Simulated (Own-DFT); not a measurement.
Simulation results for GaP (zincblende, atoms displaced), Si$_{3}$N$_{4}$ (beta silicon nitride, strained, atoms displaced)

A calculation, not a measurement: plane-wave PBE density functional theory by an unreviewed code, no spin, of a simulated periodic cell, stress positive in tension, free energy of the whole cell less one offset for each atom, forces on such cells passed a denser k mesh, this cell's mesh not checked; offsets are fitted by least squares, one for each functional and potential file, so energies compare only between cells with the same atoms and settings and are not formation energies; the far tail of each file's local potential was reset to the Coulomb form; each entry is a single point on an unrelaxed cell, so the pressure reflects the starting lattice, mostly measured values (interpolated for alloys), from which strain is counted, and rises with the displacements; printed positions are rounded, which can move forces by about a meV/angstrom; the program, named Own-DFT, is a retired in-house code; no spin-orbit coupling. Program: Own-DFT development build.

Settings shared by all entries: functional PBE; potential files PseudoDojo norm-conserving, scalar-relativistic, standard set; wave cutoff 42 hartree; occupations Fermi-Dirac; smearing width 0.1 eV; k mesh 3 x 3 x 3 centred on Gamma.

(1) GaP (zincblende, atoms displaced)

```
GaP
1.0
     10.9010     0.0000     0.0000
      0.0000    10.9010     0.0000
      0.0000     0.0000    10.9010
Ga P Ga P Ga P Ga P Ga P Ga P Ga P Ga P
4 4 4 4 4 4 4 4 4 4 4 4 4 4 4 4
Direct
  0.00592 0.00583 0.99113
  0.99303 0.25775 0.24665
  0.25067 0.01558 0.25001
  0.25581 0.24538 0.99741
  0.11915 0.13385 0.13431
  0.13349 0.36403 0.34634
  0.37844 0.12547 0.36421
  0.37905 0.38606 0.12095
  0.01097 0.00114 0.49781
  0.01294 0.24666 0.74480
  0.25017 0.00177 0.75858
  0.25459 0.23012 0.49752
  0.13039 0.14474 0.61240
  0.11996 0.39000 0.87488
  0.39041 0.11071 0.88035
  0.36431 0.36829 0.62851
  0.01229 0.49260 0.00308
  0.00539 0.75332 0.23969
  0.25899 0.49362 0.24983
  0.25366 0.75224 0.01337
  0.11464 0.61843 0.12121
  0.12820 0.87224 0.37335
  0.38782 0.60881 0.36949
  0.36355 0.88660 0.11433
  0.00082 0.49957 0.50864
  0.98817 0.76018 0.73971
  0.24380 0.50616 0.73522
  0.25766 0.75231 0.49541
  0.13267 0.63166 0.62210
  0.11635 0.86492 0.85226
  0.36169 0.62991 0.89592
  0.36774 0.87287 0.62076
  0.49209 0.99739 0.00279
  0.52103 0.25749 0.25018
  0.75136 0.00184 0.26121
  0.74794 0.24296 0.99643
  0.63948 0.11060 0.13919
  0.61493 0.35935 0.38078
  0.87743 0.12394 0.36644
  0.87400 0.39685 0.12974
  0.49977 0.99975 0.50057
  0.50234 0.24246 0.73722
  0.75699 0.00482 0.73529
  0.74408 0.25974 0.50687
  0.62541 0.11415 0.63997
  0.61698 0.37434 0.86000
  0.87568 0.11548 0.86425
  0.88094 0.37443 0.63513
  0.49614 0.49696 0.00391
  0.51026 0.75083 0.26612
  0.73637 0.51093 0.25338
  0.74262 0.74458 0.00590
  0.61970 0.63143 0.13127
  0.62888 0.87898 0.36220
  0.88166 0.61864 0.37852
  0.87195 0.89231 0.13726
  0.48601 0.49346 0.50361
  0.52167 0.74575 0.74868
  0.76190 0.50216 0.74579
  0.75292 0.74691 0.50057
  0.62190 0.61329 0.61226
  0.61908 0.88539 0.87402
  0.87082 0.62398 0.86367
  0.87338 0.87508 0.62634
```

```
free energy of cell above offsets : -26.049 eV
pressure                          : 4.79 GPa
stress xx                         : -4.96 GPa
stress yy                         : -4.63 GPa
stress zz                         : -4.78 GPa
stress yz                         : -0.78 GPa
stress xz                         : -0.56 GPa
stress xy                         : -0.37 GPa
```

Force:
```csv
element,x (eV/Å),y (eV/Å),z (eV/Å)
Ga,0.052,-0.835,0.545
Ga,-1.128,-0.009,-0.62
Ga,-0.743,-1.492,-0.356
Ga,-0.215,0.509,0.069
P,0.325,-0.346,-1.92
P,0.084,0.447,3.516
P,1.532,0.447,0.883
P,0.077,-2.696,0.625
Ga,-0.742,0.154,-0.075
Ga,-1.047,0.691,1.43
Ga,-0.135,-0.111,-1.048
Ga,1.635,2.927,-2.688
P,-1.45,-3.515,2.28
P,1.877,-2.564,-1.524
P,-2.084,2.716,-1.699
P,0.311,-0.329,-0.55
Ga,-2.538,1.025,-0.301
Ga,-0.988,0.055,0.727
Ga,-0.821,0.992,-0.751
Ga,-2.308,-0.158,-0.754
P,2.15,1.322,1.049
P,0.484,0.24,-0.481
P,-1.379,2.015,0.137
P,0.553,-0.378,2.736
Ga,0.925,-0.511,-0.929
Ga,0.439,-2.423,0.412
Ga,0.736,-0.118,2.317
Ga,-0.106,-0.83,-0.803
P,-1.441,0.569,-0.84
P,1.356,1.31,2.804
P,1.898,-1.109,-2.77
P,1.509,0.429,0.929
Ga,2.39,-0.55,1.284
Ga,-2.613,-2.092,-2.616
Ga,1.071,-0.216,0.155
Ga,0.224,0.743,0.03
P,-2.108,1.849,-2.438
P,1.645,3.471,1.654
P,0.204,0.962,2.135
P,-0.989,-1.723,-0.598
Ga,-0.165,-0.375,-0.323
Ga,-0.993,0.653,1.42
Ga,0.18,-1.555,2.158
Ga,1.153,-1.491,0.352
P,-0.593,1.239,-3.268
P,0.765,0.211,1.146
P,0.633,1.512,0.496
P,-0.049,-0.559,-1.138
Ga,0.985,1.131,-1.443
Ga,-1.736,-0.279,-1.679
Ga,0.791,-0.806,0.946
Ga,0.943,1.348,-0.742
P,-0.538,-0.572,-0.715
P,-0.014,-0.135,3.134
P,-0.474,0.817,-0.414
P,0.948,-1.842,-2.009
Ga,0.78,-1.2,0.348
Ga,-1.99,-0.032,0.286
Ga,-1.898,-0.514,-0.187
Ga,-0.173,-0.017,-0.748
P,0.745,0.445,0.789
P,1.481,-0.737,0.037
P,1.025,0.978,1.901
P,-0.453,0.914,-2.305
```

(2) Si$_{3}$N$_{4}$ (beta silicon nitride, strained, atoms displaced)

```
Si3N4
1.0
      7.6597     0.1007    -0.0520
     -3.7426     6.4895    -0.0436
     -0.0597    -0.0923     8.7794
Si N Si N Si N
6 8 6 8 6 8
Direct
  0.17372 0.77554 0.09582
  0.22073 0.40227 0.08331
  0.59137 0.83992 0.08226
  0.83901 0.23323 0.25086
  0.75791 0.58983 0.24715
  0.40394 0.16496 0.26100
  0.32823 0.03277 0.09354
  0.97172 0.29174 0.08427
  0.70316 0.67865 0.08687
  0.67535 0.97072 0.24511
  0.02478 0.69271 0.24285
  0.28501 0.32051 0.24218
  0.32409 0.66019 0.08193
  0.66081 0.32734 0.23754
  0.17154 0.76217 0.42435
  0.24010 0.40496 0.41270
  0.59339 0.82295 0.41688
  0.82695 0.21797 0.57612
  0.76827 0.60329 0.58058
  0.39689 0.17894 0.59049
  0.33836 0.03094 0.41306
  0.95986 0.30166 0.42589
  0.70780 0.67977 0.42491
  0.66888 0.96852 0.58365
  0.03011 0.69391 0.58972
  0.29632 0.32824 0.57389
  0.33621 0.67574 0.41577
  0.65961 0.33943 0.58109
  0.17331 0.76473 0.75833
  0.22117 0.40253 0.74516
  0.59894 0.83358 0.74912
  0.82659 0.22580 0.91499
  0.77540 0.59391 0.91391
  0.40354 0.16784 0.92145
  0.32665 0.02809 0.74284
  0.96662 0.30711 0.75792
  0.69692 0.67091 0.73754
  0.67278 0.97310 0.92257
  0.02885 0.69331 0.91613
  0.30834 0.34249 0.91452
  0.34114 0.67848 0.74681
  0.67291 0.33119 0.90898
```

```
free energy of cell above offsets : -3.859 eV
pressure                          : 5.71 GPa
stress xx                         : -2.5 GPa
stress yy                         : -8.33 GPa
stress zz                         : -6.3 GPa
stress yz                         : 0.56 GPa
stress xz                         : -0.72 GPa
stress xy                         : 3.73 GPa
```

Force:
```csv
element,x (eV/Å),y (eV/Å),z (eV/Å)
Si,0.654,-1.508,-2.941
Si,1.834,0.632,-1.667
Si,0.323,-4.101,0.015
Si,-2.635,-0.083,-0.423
Si,1.265,0.234,0.457
Si,0.174,3.254,-2.591
N,0.205,-0.475,-2.262
N,-1.298,-0.49,-0.152
N,-0.291,-0.055,-2.023
N,-0.239,0.521,2.837
N,-1.013,-0.404,3.635
N,1.435,-0.325,2.405
N,0.41,2.616,0.315
N,0.681,0.214,0.977
Si,-1.543,0.807,-1.059
Si,-2.702,0.978,-1.064
Si,-0.881,1.172,-1.082
Si,-3.993,2.649,3.887
Si,2.873,-2.278,1.104
Si,4.074,-0.408,-2.112
N,-0.944,-1.942,3.666
N,3.836,1.502,-3.211
N,-0.364,-0.121,-3.886
N,0.008,-0.413,-0.106
N,-0.417,0.33,-1.051
N,-1.991,0.72,2.197
N,1.474,-2.228,-0.076
N,1.216,-1.548,-0.086
Si,-0.226,0.273,-1.442
Si,1.24,1.58,1.082
Si,-0.485,-1.332,0.461
Si,-0.497,1.653,1.287
Si,-2.068,0.11,0.039
Si,0.324,1.872,-0.721
N,-0.297,0.032,2.78
N,1.137,-0.767,-2.697
N,-0.019,0.698,3.68
N,-0.276,-0.792,-2.121
N,0.425,1.179,1.236
N,0.082,-1.276,-0.086
N,0.21,-1.807,0.175
N,-1.7,-0.67,0.623
```
